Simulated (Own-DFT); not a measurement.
# A layer strained by its substrate: diamond-structure GeSn with randomly placed atoms, 64 atoms (Ge52Sn12)

The numbers are computed, not measured, by runs of the plane-wave DFT program Own-DFT (in-house, retired, unreviewed) at fixed positions, with no spin and no spin-orbit coupling.

All runs used: PBE; PseudoDojo norm-conserving scalar-relativistic files; cutoff 49 hartree; 3 x 3 x 3 k mesh centred on Gamma; Fermi-Dirac smearing of 0.1 eV.

Keep in mind: forces on such cells moved up to 12 meV/angstrom on a denser k mesh; stress not checked against mesh or cutoff.

Unstrained cell vectors in Å: (11.628, 0.000, 0.000); (0.000, 11.628, 0.000); (0.000, 0.000, 11.628). The unstrained cell has measured lattice constants (interpolated for alloys), not those of this functional. That, the random moves and any unrelaxed bonds set the pressure at no strain. Each run strains x and y alike by e, as a substrate would, and holds the height along z. Random moves of width 0.05 Å per axis were added to every atom. The random placing of the alloy's atoms differs from row to row. Stress is positive in tension.

```
e (%),u (Å),(s_xx + s_yy)/2 (GPa),s_zz (GPa)
-2.50,0.050,-10.05,-8.77
-2.25,0.050,-9.50,-8.12
-1.00,0.047,-7.57,-6.84
0.75,0.049,-4.36,-4.72
1.00,0.049,?,?
1.50,0.050,-3.19,-4.00
1.75,0.048,-3.11,-3.82
2.25,0.048,-2.11,-3.13
2.50,0.048,-1.53,-2.73
3.00,0.051,-1.22,-2.56
```

## Analysis

With e as a fraction, the in-plane stress is -5.7 + 165 e - 355 e² GPa (errors 3 and 240, scatter 0.18), and s_zz is -5.6 + 114 e - 275 e² GPa (slope ± 3, scatter 0.15). At e = 0 the first slope is C11 + C12 and the second 2 C12, both with the ions held to the strained lattice and at the cell's own pressure. A free layer would change its height as e changes, and the in-plane slope would drop by 2 C12²/C11 to the biaxial modulus. At fixed height, a misfit of 1 % moves the in-plane stress by about 1.7 GPa and s_zz by 1.1 GPa.

## The run left out

Asked: what are the two stresses at e = 1.00 %?

Estimate: -4.1 and -4.5 GPa. The calculation gave -3.95 and -4.34 GPa.
